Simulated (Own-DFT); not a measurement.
# Strain and stress in 6H (3C twinned every three layers) SiC, 48 atoms (C24Si24)

These are calculations, not measurements. They come from Own-DFT, an in-house plane-wave density functional program, since retired, whose code no person has reviewed. Each row is one single-point run on a periodic cell that was not relaxed, without spin or spin-orbit coupling.

Settings of every run: PBE; PseudoDojo norm-conserving scalar-relativistic files; cutoff 42 hartree; 5 x 5 x 2 k mesh centred on Gamma; Fermi-Dirac smearing of 0.1 eV.

Known limits: forces on such cells passed a denser k mesh, each cell not checked; stress not checked against mesh or cutoff.

Unstrained cell vectors in Å: (4.360, -4.360, 0.000); (0.000, 4.360, -4.360); (8.719, 8.719, 8.719). The unstrained cell has measured lattice constants (interpolated for alloys), not those of this functional. That, the random moves and any unrelaxed bonds set the pressure at no strain. Each run strains this cell uniformly, with the atoms carried along. Every atom was also moved at random, by a Gaussian of width 0.05 Å on each axis. Strain is the symmetric tensor, in per cent. Stress is positive in tension, and the pressure is minus a third of its trace.

| run | e_xx (%) | e_yy (%) | e_zz (%) | e_yz (%) | e_xz (%) | e_xy (%) | s_xx (GPa) | s_yy (GPa) | s_zz (GPa) | s_yz (GPa) | s_xz (GPa) | s_xy (GPa) | P (GPa) | E (meV/atom) |
|---|---|---|---|---|---|---|---|---|---|---|---|---|---|---|
| 1 | -0.36 | -0.45 | 0.80 | -1.57 | -0.57 | -0.37 | -6.33 | -6.22 | -3.01 | -7.33 | -4.09 | -3.06 | 5.18 | 10.8 |
| 2 | 1.54 | 1.11 | 0.81 | 1.22 | 1.85 | 0.73 | 2.15 | 3.21 | -1.00 | 5.31 | 8.51 | 4.26 | -1.45 | 23.1 |
| 3 | -0.69 | -0.77 | 1.46 | 0.54 | 0.73 | 0.15 | -7.33 | -8.34 | -1.12 | 1.53 | 2.76 | 0.77 | 5.60 | 19.0 |
| 4 | 0.00 | -1.54 | -1.20 | 1.37 | 0.19 | -1.58 | -7.66 | -15.03 | -14.18 | 6.16 | 0.71 | -7.80 | 12.29 | 44.5 |
| 5 | -0.91 | -1.81 | 1.57 | -0.77 | 0.70 | -0.99 | -11.21 | -11.00 | -4.19 | -4.24 | 1.76 | -4.93 | 8.80 | 46.1 |
| 6 | 0.69 | -1.57 | 0.87 | -1.13 | -0.20 | 0.36 | -2.22 | -11.57 | -2.02 | -5.45 | -0.64 | 1.02 | 5.27 | 0.0 |
| 7 | -1.57 | -0.89 | 0.40 | 1.95 | -0.10 | -0.66 | -13.41 | -11.41 | -7.09 | 8.49 | 0.41 | -1.82 | 10.64 | 30.1 |
| 8 | 1.90 | 0.61 | -1.23 | -0.49 | 0.83 | -1.89 | 2.77 | -1.36 | -8.09 | -2.90 | 3.03 | -7.31 | 2.23 | 10.0 |
| 9 | -1.96 | 1.32 | -0.67 | 0.29 | 0.39 | -1.72 | -13.89 | -2.71 | -10.67 | 0.95 | 0.50 | -10.57 | 9.09 | 25.2 |
| 10 | -1.97 | -1.22 | 0.69 | 0.74 | 1.94 | 0.54 | -16.21 | -12.43 | -6.06 | 4.56 | 9.99 | 3.11 | 11.57 | 30.8 |
| 11 | -0.65 | 0.77 | -0.66 | 1.42 | -1.46 | -1.99 | -6.44 | -4.52 | -8.62 | 4.81 | -8.77 | -8.20 | 6.52 | 13.6 |
| 12 | 0.09 | -0.53 | -0.66 | -0.15 | 0.67 | 1.05 | -6.38 | -9.07 | -7.47 | 0.00 | 1.56 | 5.45 | 7.64 | 5.7 |
| 13 | -1.62 | 1.50 | -1.92 | -0.14 | -1.92 | 0.34 | -14.82 | -3.66 | -15.28 | -5.49 | -11.87 | -3.54 | 11.25 | 55.2 |
| 14 | -1.12 | 1.38 | 1.51 | -0.73 | -1.86 | 1.03 | -7.36 | -0.96 | 1.99 | -2.18 | -8.03 | 3.52 | 2.11 | 30.0 |
| 15 | -0.77 | 1.14 | 1.85 | -1.31 | 1.09 | -0.81 | -8.05 | 2.20 | 3.28 | -5.84 | 4.54 | -3.77 | 0.85 | 12.6 |
| 16 | 0.53 | 1.08 | 0.12 | 0.88 | -0.39 | 0.74 | ? | ? | ? | ? | ? | ? | ? | ? |

E is the free energy for each atom above the lowest run shown.

## Worked fit

Each stress component was fitted by least squares to a constant and the strains of the runs shown, as fractions, with shears doubled. Shear strains stay in the fit of a normal stress only where such slopes are resolved. The slopes, in GPa:

```
stress  at no strain  per e_xx  per e_yy  per e_zz  scatter
  s_xx          -5.6  472 ± 26   82 ± 26   79 ± 26     1.14
  s_yy          -5.6  138 ± 25  448 ± 24  148 ± 25     1.09
  s_zz          -6.0  121 ± 28  117 ± 27  450 ± 28     1.22
```

Each shear stress against twice its own strain: yz 230 ± 20, xz 237 ± 14, xy 215 ± 17 GPa. These are stiffnesses along x, y and z of the frame in which the cell vectors are given, which need not be the crystal's axes. The atoms are held to the strained lattice; where symmetry lets them move under strain, relaxing them would lower some slopes. The table should be nearly symmetric about its diagonal, and what it lacks of that shows the noise. A ninth of its sum, 228 ± 7 GPa, estimates the bulk modulus near the mean pressure of these runs, 6.5 GPa, so it lies above the value at zero pressure.

## Withheld run

Question: what normal stresses and pressure should run 16 give?

The fit gives s_xx = -2.1, s_yy = 0.1, s_zz = -3.6 and P = 1.8 GPa. The calculation gave -1.45, 0.06, -2.79 and P = 1.39 GPa.
